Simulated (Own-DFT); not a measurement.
# Computed records: GaN (wurtzite, strained, atoms displaced)

All values are calculated (Own-DFT development build). A calculation, not a measurement: plane-wave PBE density functional theory by an unreviewed code, no spin, of a simulated periodic cell, stress positive in tension, free energy of the whole cell less one offset for each atom, forces on such cells passed a denser k mesh, this cell's mesh not checked; offsets are fitted by least squares, one for each functional and potential file, so energies compare only between cells with the same atoms and settings and are not formation energies; the far tail of each file's local potential was reset to the Coulomb form; each entry is a single point on an unrelaxed cell, so the pressure reflects the starting lattice, mostly measured values (interpolated for alloys), from which strain is counted, and rises with the displacements; printed positions are rounded, which can move forces by about a meV/angstrom; the program, named Own-DFT, is a retired in-house code; no spin-orbit coupling.

Settings shared by all entries: functional PBE; potential files PseudoDojo norm-conserving, scalar-relativistic, standard set with the stringent files for Ga; wave cutoff 96 hartree; occupations Gaussian; smearing width 0.01 eV; k mesh 3 x 4 x 3 centred on Gamma.

(1) GaN (wurtzite, strained, atoms displaced)

```
cell vectors (Å)
  12.5424     0.1778    -0.1356
  -4.5879     8.0732    -0.0941
  -0.1102    -0.1815    10.3283
atoms (fractions of the cell vectors)
Ga  0.08086  0.23012  0.99880
Ga  0.16571  0.11007  0.24942
N   0.07984  0.22021  0.18798
N   0.16354  0.10898  0.43955
Ga  0.08052  0.21474  0.50341
Ga  0.15708  0.10662  0.75020
N   0.08365  0.22069  0.68719
N   0.16841  0.11947  0.93465
Ga  0.08675  0.56242  0.01224
Ga  0.17008  0.44288  0.25604
N   0.07988  0.54156  0.18987
N   0.16159  0.43901  0.43763
Ga  0.08599  0.56597  0.50007
Ga  0.17045  0.43703  0.74973
N   0.08520  0.54612  0.69394
N   0.16925  0.44084  0.93285
Ga  0.07813  0.87974  0.99656
Ga  0.15988  0.76960  0.25532
N   0.08563  0.89561  0.18223
N   0.16812  0.78132  0.44191
Ga  0.07660  0.88366  0.49681
Ga  0.16294  0.77962  0.74581
N   0.08607  0.88861  0.67959
N   0.17210  0.77342  0.93826
Ga  0.33896  0.22953  0.00853
Ga  0.41322  0.11220  0.25761
N   0.32993  0.21655  0.19622
N   0.42139  0.11176  0.44409
Ga  0.32913  0.22341  0.49566
Ga  0.42435  0.10601  0.75310
N   0.33606  0.22996  0.69025
N   0.41136  0.10828  0.94113
Ga  0.32387  0.54188  0.98900
Ga  0.41438  0.44926  0.25076
N   0.33920  0.55653  0.18374
N   0.41474  0.44682  0.43981
Ga  0.33022  0.55428  0.50195
Ga  0.40681  0.43964  0.75294
N   0.32635  0.54539  0.68455
N   0.41234  0.44663  0.93913
Ga  0.33738  0.88996  0.99331
Ga  0.41648  0.78131  0.24607
N   0.33077  0.88848  0.18032
N   0.42767  0.78958  0.43664
Ga  0.33159  0.88957  0.50422
Ga  0.41323  0.77390  0.74760
N   0.33827  0.89382  0.68239
N   0.41541  0.77500  0.93876
Ga  0.57875  0.22446  0.99462
Ga  0.66573  0.11425  0.24589
N   0.58447  0.21546  0.18475
N   0.67243  0.11539  0.44183
Ga  0.57916  0.21968  0.50732
Ga  0.67346  0.11192  0.74946
N   0.58569  0.22583  0.69202
N   0.66609  0.11317  0.94422
Ga  0.58887  0.56286  0.00331
Ga  0.66651  0.44103  0.24992
N   0.58146  0.54733  0.18980
N   0.66600  0.44081  0.43282
Ga  0.58643  0.55907  0.49595
Ga  0.66453  0.44743  0.75379
N   0.58844  0.55581  0.68692
N   0.66330  0.43879  0.93446
Ga  0.58306  0.89695  0.99798
Ga  0.66920  0.78435  0.24368
N   0.58994  0.89309  0.19499
N   0.67113  0.77567  0.44058
Ga  0.58446  0.87896  0.50474
Ga  0.66480  0.77600  0.75308
N   0.58603  0.89932  0.68958
N   0.66320  0.77604  0.93243
Ga  0.83756  0.22502  0.00125
Ga  0.92245  0.10938  0.25288
N   0.83227  0.22552  0.18650
N   0.92247  0.11426  0.43207
Ga  0.83334  0.21632  0.50464
Ga  0.91942  0.11602  0.75655
N   0.83718  0.21737  0.69088
N   0.92707  0.12827  0.93417
Ga  0.83477  0.55628  0.99953
Ga  0.91890  0.44623  0.25398
N   0.83380  0.56061  0.18322
N   0.91346  0.44364  0.43790
Ga  0.82737  0.54564  0.49829
Ga  0.91585  0.44643  0.75201
N   0.82412  0.54746  0.68816
N   0.91687  0.44811  0.94231
Ga  0.83622  0.89569  0.00552
Ga  0.92278  0.77735  0.25435
N   0.83756  0.89101  0.18755
N   0.92282  0.78388  0.44132
Ga  0.82169  0.88249  0.49938
Ga  0.92086  0.77024  0.74252
N   0.83024  0.89175  0.68854
N   0.91502  0.78149  0.93880
```

```
free energy of cell above offsets : -1.608 eV
pressure                          : 15.33 GPa
stress xx                         : -17.46 GPa
stress yy                         : -15.79 GPa
stress zz                         : -12.73 GPa
stress yz                         : -4.07 GPa
stress xz                         : -3.51 GPa
stress xy                         : 3.89 GPa
```

Force:
| element | x (eV/Å) | y (eV/Å) | z (eV/Å) |
| --- | --- | --- | --- |
| Ga | 2.398 | -0.229 | 1.119 |
| Ga | -0.169 | 0.612 | 0.321 |
| N | 0.75 | 0.524 | -0.495 |
| N | 0.694 | -0.588 | -0.758 |
| Ga | -0.316 | 1.024 | -0.145 |
| Ga | 2.686 | 0.629 | 0.442 |
| N | -1.272 | -0.461 | -0.365 |
| N | 0.272 | -1.221 | 1.029 |
| Ga | 0.273 | -0.814 | -2.341 |
| Ga | 0.741 | -0.091 | -0.742 |
| N | -0.262 | 1.394 | 0.881 |
| N | 0.333 | 0.578 | 0.743 |
| Ga | -0.152 | -2.079 | 0.905 |
| Ga | -1.178 | 0.418 | 0.127 |
| N | -1.483 | 1.194 | -1.167 |
| N | -2.606 | 0.123 | 0.391 |
| Ga | 1.015 | 1.898 | -0.199 |
| Ga | 1.034 | 1.103 | -1.232 |
| N | 0.12 | -1.922 | 0.809 |
| N | 0.06 | -0.111 | -0.808 |
| Ga | 1.702 | 1.984 | 0.434 |
| Ga | 2.235 | -0.93 | 0.993 |
| N | -1.218 | -0.318 | 0.796 |
| N | -1.504 | 0.232 | -0.7 |
| Ga | -1.342 | -0.7 | -0.723 |
| Ga | 1.876 | -0.675 | -0.566 |
| N | -0.522 | 1.245 | -0.726 |
| N | -1.825 | -0.5 | -0.699 |
| Ga | 0.885 | 0.148 | 1.446 |
| Ga | -1.85 | 1.775 | -0.101 |
| N | -0.007 | -2.852 | -0.861 |
| N | 0.699 | 0.424 | -0.834 |
| Ga | 0.785 | 2.841 | 2.371 |
| Ga | 1.7 | -0.786 | 0.614 |
| N | -2.454 | 0.2 | -0.45 |
| N | 0.668 | -0.019 | -0.505 |
| Ga | -0.159 | 0.807 | -0.935 |
| Ga | 2.469 | 0.924 | 0.098 |
| N | 0.083 | 1.809 | 0.17 |
| N | 2.651 | -0.485 | -0.123 |
| Ga | -0.846 | 0.024 | 1.192 |
| Ga | 0.644 | 0.241 | 0.279 |
| N | -0.505 | -0.28 | 1.303 |
| N | -1.856 | -1.864 | -0.016 |
| Ga | 1.305 | 0.561 | -1.38 |
| Ga | 0.888 | 0.224 | 0.351 |
| N | -1.12 | -1.409 | 1.453 |
| N | 0.725 | -0.53 | -0.906 |
| Ga | 0.603 | -0.361 | 1.115 |
| Ga | 1.867 | 0.158 | 1.73 |
| N | -2.657 | 0.965 | -0.303 |
| N | -0.857 | -1.018 | -0.324 |
| Ga | 1.804 | 0.59 | -0.455 |
| Ga | -0.575 | 1.304 | 0.924 |
| N | 0.404 | -0.576 | 0.141 |
| N | 0.657 | 0.416 | -1.368 |
| Ga | -0.904 | -0.784 | -0.358 |
| Ga | 0.727 | -0.229 | -0.559 |
| N | -0.692 | 1.129 | -0.248 |
| N | -0.482 | -0.313 | 0.708 |
| Ga | -0.332 | -1.236 | 0.871 |
| Ga | 0.484 | -0.503 | -0.201 |
| N | -2.45 | 0.254 | -0.634 |
| N | 0.152 | 1.143 | 1.045 |
| Ga | 0.382 | -1.087 | 0.754 |
| Ga | 1.55 | -1.399 | 1.078 |
| N | -2.012 | -0.494 | -1.799 |
| N | -2.172 | -1.103 | -2.146 |
| Ga | -0.248 | 2.226 | -0.36 |
| Ga | 0.41 | 0.404 | -1.084 |
| N | -0.32 | -2.577 | -0.015 |
| N | 0.648 | 0.936 | 1.935 |
| Ga | -1.167 | 0.365 | 0.467 |
| Ga | -1.527 | 0.958 | -0.729 |
| N | 0.759 | -0.653 | 0.379 |
| N | -1.061 | -1.235 | 1.499 |
| Ga | 0.336 | 0.757 | -0.665 |
| Ga | 1.14 | -1.014 | -1.372 |
| N | -1.355 | 1.242 | -0.295 |
| N | -1.589 | -2.465 | 1.061 |
| Ga | -1.174 | 0.259 | -0.041 |
| Ga | -0.758 | -0.679 | -0.527 |
| N | 0.185 | -0.655 | 1.009 |
| N | 1.327 | 0.021 | 0.499 |
| Ga | -0.154 | 1.159 | 0.378 |
| Ga | 0.877 | -0.341 | 0.167 |
| N | 1.116 | 0.335 | -0.496 |
| N | 1.127 | -0.094 | -0.727 |
| Ga | -0.525 | 0.235 | -1.346 |
| Ga | -0.619 | 0.452 | -0.521 |
| N | -0.407 | -0.752 | 0.39 |
| N | -2.644 | -2.171 | -0.753 |
| Ga | 3.644 | 2.465 | 1.142 |
| Ga | -1.778 | 1.139 | 0.663 |
| N | 0.97 | -0.437 | 0.096 |
| N | 0.243 | -0.807 | -1.22 |

(2) GaN (wurtzite, strained, atoms displaced)

```
cell vectors (Å)
  12.5421     0.0439     0.1050
  -4.6748     8.3404    -0.0330
   0.0853     0.0079    10.5227
atoms (fractions of the cell vectors)
Ga  0.08422  0.22339  0.00102
Ga  0.16411  0.11501  0.24846
N   0.07831  0.21955  0.19375
N   0.16307  0.11691  0.44009
Ga  0.08227  0.21659  0.50177
Ga  0.16655  0.11234  0.74281
N   0.08886  0.22106  0.69647
N   0.16399  0.10376  0.93466
Ga  0.08593  0.55842  0.00254
Ga  0.17474  0.45080  0.25150
N   0.08126  0.55354  0.18506
N   0.16760  0.44133  0.43776
Ga  0.07512  0.53992  0.50483
Ga  0.16465  0.44015  0.74820
N   0.07914  0.56159  0.68988
N   0.15836  0.44184  0.93674
Ga  0.08320  0.88458  0.99650
Ga  0.16424  0.77217  0.24917
N   0.07285  0.87604  0.19034
N   0.16516  0.78553  0.43696
Ga  0.08369  0.88726  0.49250
Ga  0.15641  0.77046  0.75644
N   0.08112  0.88909  0.68485
N   0.16747  0.77675  0.93973
Ga  0.32598  0.21293  0.99499
Ga  0.41438  0.11622  0.24122
N   0.33836  0.21902  0.19428
N   0.40713  0.10643  0.43545
Ga  0.32804  0.21990  0.50946
Ga  0.41564  0.10933  0.75576
N   0.33245  0.22739  0.69663
N   0.41649  0.11046  0.93638
Ga  0.33450  0.56022  0.99633
Ga  0.41684  0.44313  0.24452
N   0.32988  0.55041  0.18986
N   0.41290  0.44964  0.43859
Ga  0.33256  0.55342  0.49003
Ga  0.42050  0.45301  0.75085
N   0.33107  0.55464  0.67824
N   0.41995  0.44183  0.93534
Ga  0.33525  0.89632  0.00608
Ga  0.41083  0.77764  0.25682
N   0.33299  0.89211  0.19115
N   0.41568  0.77916  0.43838
Ga  0.33698  0.89148  0.49951
Ga  0.41236  0.77507  0.75934
N   0.34103  0.88811  0.68640
N   0.41701  0.77141  0.94368
Ga  0.58529  0.21535  0.00081
Ga  0.67163  0.10377  0.25225
N   0.57830  0.21508  0.18741
N   0.67072  0.11848  0.44432
Ga  0.57722  0.21011  0.50234
Ga  0.66866  0.11058  0.75689
N   0.59560  0.23225  0.69172
N   0.67000  0.11985  0.93730
Ga  0.58219  0.54356  0.00391
Ga  0.66594  0.44002  0.24377
N   0.58106  0.54886  0.18691
N   0.66626  0.44404  0.44037
Ga  0.57401  0.56021  0.50177
Ga  0.66410  0.43407  0.74964
N   0.57855  0.54448  0.68928
N   0.66150  0.44209  0.94284
Ga  0.58416  0.88390  0.00134
Ga  0.66303  0.76975  0.25146
N   0.58109  0.88380  0.18692
N   0.67087  0.77893  0.42811
Ga  0.57824  0.89149  0.49755
Ga  0.66820  0.78268  0.74908
N   0.59499  0.89519  0.68035
N   0.67230  0.76912  0.94375
Ga  0.82790  0.22015  0.98788
Ga  0.91679  0.10146  0.24755
N   0.83777  0.22179  0.19044
N   0.91897  0.10810  0.43852
Ga  0.83551  0.22351  0.50450
Ga  0.92137  0.11162  0.74948
N   0.83351  0.22071  0.69197
N   0.91282  0.11207  0.93808
Ga  0.83657  0.55319  0.00198
Ga  0.91687  0.43986  0.24659
N   0.82806  0.54950  0.19095
N   0.91339  0.43792  0.43637
Ga  0.83177  0.57339  0.50456
Ga  0.91251  0.44378  0.75228
N   0.83454  0.55745  0.68877
N   0.91773  0.44309  0.94062
Ga  0.83464  0.88402  0.00233
Ga  0.91344  0.77698  0.24538
N   0.83825  0.90443  0.18601
N   0.91813  0.77457  0.43163
Ga  0.83922  0.88223  0.49609
Ga  0.91051  0.77207  0.75122
N   0.83417  0.89431  0.68824
N   0.92511  0.79045  0.94083
```

```
free energy of cell above offsets : -4.372 eV
pressure                          : 6.03 GPa
stress xx                         : -12.86 GPa
stress yy                         : -4.32 GPa
stress zz                         : -0.92 GPa
stress yz                         : -0.37 GPa
stress xz                         : 1.91 GPa
stress xy                         : 1.44 GPa
```

Force:
| element | x (eV/Å) | y (eV/Å) | z (eV/Å) |
| --- | --- | --- | --- |
| Ga | -0.724 | -0.493 | 0.147 |
| Ga | 0.814 | -1.051 | 0.508 |
| N | 1.327 | 1.477 | -1.343 |
| N | 1.943 | -1.353 | -0.696 |
| Ga | -1.405 | 1.18 | 0.515 |
| Ga | 0.943 | -1.666 | 1.396 |
| N | -1.86 | 0.922 | -1.74 |
| N | -0.304 | 0.377 | 0.229 |
| Ga | -0.695 | -0.22 | -0.001 |
| Ga | -2.481 | -1.806 | 0.348 |
| N | 0.903 | 0.325 | 0.444 |
| N | -0.659 | -0.092 | 0.063 |
| Ga | -0.237 | 1.645 | -0.705 |
| Ga | -0.211 | 0.882 | 0.128 |
| N | 0.952 | -1.386 | -0.096 |
| N | 1.948 | 0.107 | -0.19 |
| Ga | 0.12 | 0.975 | 1.38 |
| Ga | -0.648 | 0.285 | 0.627 |
| N | 1.703 | 1.967 | -0.95 |
| N | 2.259 | -1.991 | -0.356 |
| Ga | -0.805 | 1.031 | 1.102 |
| Ga | 0.977 | 1.388 | -1.094 |
| N | 0.027 | -0.032 | 0.048 |
| N | 0.698 | -0.047 | -0.009 |
| Ga | 0.321 | 1.315 | 0.604 |
| Ga | 2.34 | -1.891 | 2.41 |
| N | -3.869 | 1.484 | -2.198 |
| N | 0.975 | 0.671 | 0.321 |
| Ga | 0.311 | 0.557 | -0.778 |
| Ga | 0.412 | 0.132 | -1.339 |
| N | 1.127 | -0.162 | -0.785 |
| N | 0.511 | -0.369 | 0.742 |
| Ga | 0.009 | -2.056 | 0.701 |
| Ga | -0.069 | -0.419 | 1.095 |
| N | 1.194 | 1.545 | -1.072 |
| N | 1.536 | -1.794 | -1.114 |
| Ga | -1.434 | 1.047 | 1.607 |
| Ga | -1.077 | -0.859 | 0.095 |
| N | 0.086 | 0.517 | 1.273 |
| N | -1.244 | -0.232 | 0.733 |
| Ga | 0.166 | -0.842 | -0.356 |
| Ga | 0.935 | 0.037 | -1.104 |
| N | -0.139 | -0.335 | -0.55 |
| N | 0.243 | -0.558 | -0.377 |
| Ga | -1.712 | -0.225 | 0.405 |
| Ga | 1.147 | -0.3 | -1.511 |
| N | -1.606 | 0.565 | 0.556 |
| N | -0.437 | 1.596 | -0.545 |
| Ga | -1.829 | 1.391 | 0.747 |
| Ga | -0.848 | 0.691 | 0.137 |
| N | 1.39 | 0.261 | -0.17 |
| N | 0.13 | -1.634 | -1.129 |
| Ga | -0.803 | 2.076 | -0.13 |
| Ga | -0.035 | -0.329 | -1.518 |
| N | -1.257 | -3.022 | -0.664 |
| N | -0.212 | -2.771 | -0.267 |
| Ga | -1.397 | 1.448 | -0.091 |
| Ga | -0.452 | -0.933 | 1.872 |
| N | 0.038 | 0.726 | 0.073 |
| N | -0.804 | -0.12 | -0.237 |
| Ga | 2.006 | -0.447 | -0.277 |
| Ga | -0.398 | 2.358 | 0.875 |
| N | 0.828 | 2.024 | -0.489 |
| N | 2.698 | -1.072 | -1.079 |
| Ga | 0.705 | 0.183 | 0.176 |
| Ga | 0.33 | 0.455 | -1.203 |
| N | -0.275 | 0.031 | 0.323 |
| N | -0.699 | -0.04 | 1.932 |
| Ga | 1.825 | 0.371 | 0.018 |
| Ga | 0.634 | -1.345 | 0.556 |
| N | -1.922 | -0.331 | 1.235 |
| N | -1.469 | 0.212 | -0.897 |
| Ga | 1.845 | 0.888 | 2.352 |
| Ga | -1.136 | 2.587 | 1.614 |
| N | -0.63 | -0.318 | -1.036 |
| N | -0.422 | -0.345 | 0.167 |
| Ga | 0.038 | -0.199 | -0.198 |
| Ga | -0.659 | -0.125 | 0.584 |
| N | 0.548 | 0.692 | -0.052 |
| N | 1.198 | -0.656 | -0.261 |
| Ga | -1.204 | 0.586 | 0.125 |
| Ga | -0.438 | -0.233 | 0.999 |
| N | 0.944 | 1.034 | -0.943 |
| N | -0.31 | 0.817 | 0.32 |
| Ga | 0.746 | -3.096 | -0.666 |
| Ga | 0.52 | -0.402 | -0.012 |
| N | -0.675 | 0.078 | 0.238 |
| N | -0.073 | 0.284 | -0.577 |
| Ga | -0.643 | 1.542 | 0.018 |
| Ga | -0.874 | -0.89 | 0.269 |
| N | -0.216 | -4.042 | -0.428 |
| N | 0.278 | 0.603 | -0.197 |
| Ga | -1.959 | 1.396 | 0.594 |
| Ga | 0.355 | 1.096 | 0.288 |
| N | 0.732 | -0.771 | -0.57 |
| N | -0.456 | -2.563 | -0.982 |

(3) GaN (wurtzite, strained, atoms displaced)

```
cell vectors (Å)
  12.9201     0.0169     0.1095
  -4.8341     8.4363     0.1076
   0.0890     0.1860    10.4063
atoms (fractions of the cell vectors)
Ga  0.08034  0.22481  0.00250
Ga  0.16788  0.11874  0.24746
N   0.08291  0.21220  0.19404
N   0.16823  0.10684  0.43445
Ga  0.08401  0.21951  0.49749
Ga  0.17256  0.10823  0.75882
N   0.08416  0.22144  0.68552
N   0.16650  0.10621  0.92530
Ga  0.08895  0.55273  0.00677
Ga  0.16397  0.44563  0.25513
N   0.08295  0.56034  0.18919
N   0.16624  0.44202  0.43341
Ga  0.08615  0.55546  0.49813
Ga  0.16299  0.44792  0.75093
N   0.08607  0.55197  0.68626
N   0.15893  0.44252  0.93857
Ga  0.08528  0.89408  0.99463
Ga  0.15901  0.77743  0.24901
N   0.08378  0.88780  0.18907
N   0.16514  0.78713  0.44258
Ga  0.08054  0.89550  0.50550
Ga  0.15604  0.77342  0.74800
N   0.08267  0.89534  0.68043
N   0.16845  0.76911  0.93383
Ga  0.34022  0.22872  0.98915
Ga  0.42079  0.11475  0.24668
N   0.34046  0.22315  0.18662
N   0.41809  0.10774  0.43616
Ga  0.33246  0.21569  0.49935
Ga  0.41838  0.10491  0.74463
N   0.32386  0.22007  0.68263
N   0.41410  0.11191  0.93770
Ga  0.33688  0.56728  0.99673
Ga  0.41448  0.43738  0.25609
N   0.33098  0.55481  0.19061
N   0.41661  0.43446  0.44568
Ga  0.33066  0.56377  0.50190
Ga  0.41945  0.44703  0.74591
N   0.33556  0.56427  0.69389
N   0.41325  0.43956  0.93734
Ga  0.33683  0.89060  0.99381
Ga  0.42662  0.78738  0.24679
N   0.33097  0.89739  0.18514
N   0.41490  0.77212  0.43245
Ga  0.33343  0.88702  0.49670
Ga  0.41457  0.77487  0.74614
N   0.33584  0.88741  0.68428
N   0.41113  0.76944  0.93930
Ga  0.58761  0.23054  0.00245
Ga  0.66816  0.11278  0.25611
N   0.58557  0.22001  0.19730
N   0.66712  0.10916  0.44465
Ga  0.58785  0.22154  0.49812
Ga  0.66339  0.10262  0.74970
N   0.58606  0.22128  0.69382
N   0.66774  0.12515  0.93533
Ga  0.57619  0.55244  0.00617
Ga  0.67777  0.45591  0.26010
N   0.58072  0.55020  0.19477
N   0.66425  0.45148  0.44120
Ga  0.58068  0.55019  0.50131
Ga  0.66875  0.44422  0.74797
N   0.58437  0.55842  0.68578
N   0.67183  0.44977  0.93749
Ga  0.58761  0.88425  0.99279
Ga  0.66926  0.77733  0.23983
N   0.57723  0.88222  0.19124
N   0.66392  0.77112  0.43605
Ga  0.58620  0.88929  0.50575
Ga  0.66857  0.77040  0.75410
N   0.58489  0.87386  0.69413
N   0.67250  0.78243  0.94585
Ga  0.83486  0.23039  0.99801
Ga  0.91599  0.11577  0.25516
N   0.83324  0.21843  0.18654
N   0.91916  0.10800  0.44175
Ga  0.82805  0.22851  0.50062
Ga  0.92278  0.11875  0.74937
N   0.82991  0.21650  0.68301
N   0.92324  0.10981  0.93340
Ga  0.82783  0.56172  0.99680
Ga  0.91414  0.44310  0.24762
N   0.83497  0.56275  0.18519
N   0.90920  0.43763  0.44429
Ga  0.82986  0.54634  0.50696
Ga  0.91271  0.44467  0.75215
N   0.83750  0.55897  0.68620
N   0.91585  0.43752  0.93729
Ga  0.82881  0.88739  0.99551
Ga  0.92119  0.78488  0.24684
N   0.83005  0.88082  0.18438
N   0.92006  0.78180  0.43276
Ga  0.83963  0.89376  0.50307
Ga  0.91622  0.77499  0.75372
N   0.84034  0.90313  0.69214
N   0.91096  0.77584  0.94194
```

```
free energy of cell above offsets : -4.826 eV
pressure                          : 0.85 GPa
stress xx                         : 0.31 GPa
stress yy                         : 1.05 GPa
stress zz                         : -3.93 GPa
stress yz                         : 4.19 GPa
stress xz                         : 1.78 GPa
stress xy                         : 0.34 GPa
```

Force:
| element | x (eV/Å) | y (eV/Å) | z (eV/Å) |
| --- | --- | --- | --- |
| Ga | 0.829 | -0.603 | -0.205 |
| Ga | 2.241 | -1.474 | 0.391 |
| N | -1.838 | 1.793 | -1.182 |
| N | -0.373 | 1.02 | 0.152 |
| Ga | 0.37 | -0.058 | 0.442 |
| Ga | -1.903 | 0.044 | -4.346 |
| N | 0.628 | 0.816 | 0.293 |
| N | -0.155 | 1.028 | 4.895 |
| Ga | -1.799 | 0.512 | -0.889 |
| Ga | 0.716 | 0.017 | -1.623 |
| N | 0.007 | -0.82 | 0.745 |
| N | -0.19 | 0.341 | 1.566 |
| Ga | -0.726 | 0.382 | -0.055 |
| Ga | 1.339 | -1.243 | -0.06 |
| N | -1.835 | 0.764 | -0.204 |
| N | 1.921 | -0.169 | 0.098 |
| Ga | 0.336 | -1.168 | 0.835 |
| Ga | 1.562 | 0.672 | 0.651 |
| N | -0.541 | 1.188 | -1.28 |
| N | 0.613 | -1.275 | -0.455 |
| Ga | 0.258 | -0.742 | -2.316 |
| Ga | 1.306 | 0.074 | -0.473 |
| N | 0.211 | -0.707 | 2.867 |
| N | -0.901 | 0.886 | 0.304 |
| Ga | -0.994 | -1.611 | 1.606 |
| Ga | -0.504 | -0.813 | 0.333 |
| N | -1.323 | 0.329 | -0.568 |
| N | 0.422 | 0.459 | 0.491 |
| Ga | -0.226 | -0.329 | -0.421 |
| Ga | -1.025 | 0.442 | 0.221 |
| N | 2.481 | 0.785 | 0.835 |
| N | 1.384 | 0.162 | -0.706 |
| Ga | -0.326 | -3.358 | 1.424 |
| Ga | -0.458 | 0.336 | -0.169 |
| N | 0.374 | 0.162 | -0.342 |
| N | -1.016 | 1.041 | -0.322 |
| Ga | 1.079 | -1.568 | -0.088 |
| Ga | -0.82 | -0.64 | -0.167 |
| N | -0.089 | -1.426 | -0.737 |
| N | 0.036 | 2.004 | -0.553 |
| Ga | -0.827 | -0.066 | 0.965 |
| Ga | -3.464 | -1.979 | 0.295 |
| N | 0.836 | -0.922 | 0.075 |
| N | 0.181 | 1.37 | 0.96 |
| Ga | -0.246 | -0.046 | -0.425 |
| Ga | 0.143 | 0.535 | 0.575 |
| N | -0.625 | 0.081 | 0.455 |
| N | 1.072 | 2.803 | -1.099 |
| Ga | -0.56 | -0.608 | 0.337 |
| Ga | -0.015 | -0.893 | -0.765 |
| N | 0.49 | 1.296 | -0.849 |
| N | -0.054 | -0.095 | -0.539 |
| Ga | -1.567 | 0.097 | 0.325 |
| Ga | 0.565 | 0.168 | -0.04 |
| N | -0.151 | 0.275 | -1.1 |
| N | 1.011 | -1.726 | 0.496 |
| Ga | 0.814 | -0.238 | -0.028 |
| Ga | -1.189 | -0.911 | -1.329 |
| N | 0.364 | 0.315 | -0.617 |
| N | 1.895 | -1.214 | 0.737 |
| Ga | -0.961 | 1.073 | -0.538 |
| Ga | -0.431 | -0.204 | 0.231 |
| N | 0.816 | -0.508 | 0.979 |
| N | -1.616 | -0.186 | -0.19 |
| Ga | -1.925 | 1.42 | 1.03 |
| Ga | -0.836 | -0.616 | 1.665 |
| N | 2.919 | 2.143 | -1.651 |
| N | 0.239 | 0.973 | 0.231 |
| Ga | 0.281 | -1.372 | -0.759 |
| Ga | 0.633 | 0.654 | -0.412 |
| N | -1.173 | 1.345 | -0.024 |
| N | -1.052 | -1.739 | -1.247 |
| Ga | 0.338 | -1.9 | -0.12 |
| Ga | 0.595 | -1.38 | -0.299 |
| N | -0.299 | 0.653 | 0.423 |
| N | -1.015 | 1.133 | -0.467 |
| Ga | 1.767 | -1.777 | 0.326 |
| Ga | -0.325 | -0.048 | -0.492 |
| N | -0.142 | 0.769 | 1.278 |
| N | -1.413 | 0.206 | 1.06 |
| Ga | 1.673 | -0.833 | 0.767 |
| Ga | -0.235 | 0.24 | 0.18 |
| N | 0.69 | -0.372 | 0.338 |
| N | 0.848 | 1.464 | -1.439 |
| Ga | -0.44 | 1.741 | -1.712 |
| Ga | 1.191 | -0.94 | -0.424 |
| N | -0.582 | 0.049 | 1.134 |
| N | -0.35 | 2.249 | 0.245 |
| Ga | 1.573 | 1.316 | 0.872 |
| Ga | -0.453 | -0.433 | 0.192 |
| N | 0.296 | 1.554 | -0.051 |
| N | -0.256 | -0.769 | 1.162 |
| Ga | -0.754 | -1.289 | -0.367 |
| Ga | -0.44 | 1.093 | -0.574 |
| N | 0.011 | -1.947 | 0.057 |
| N | 1.086 | 0.741 | -0.821 |
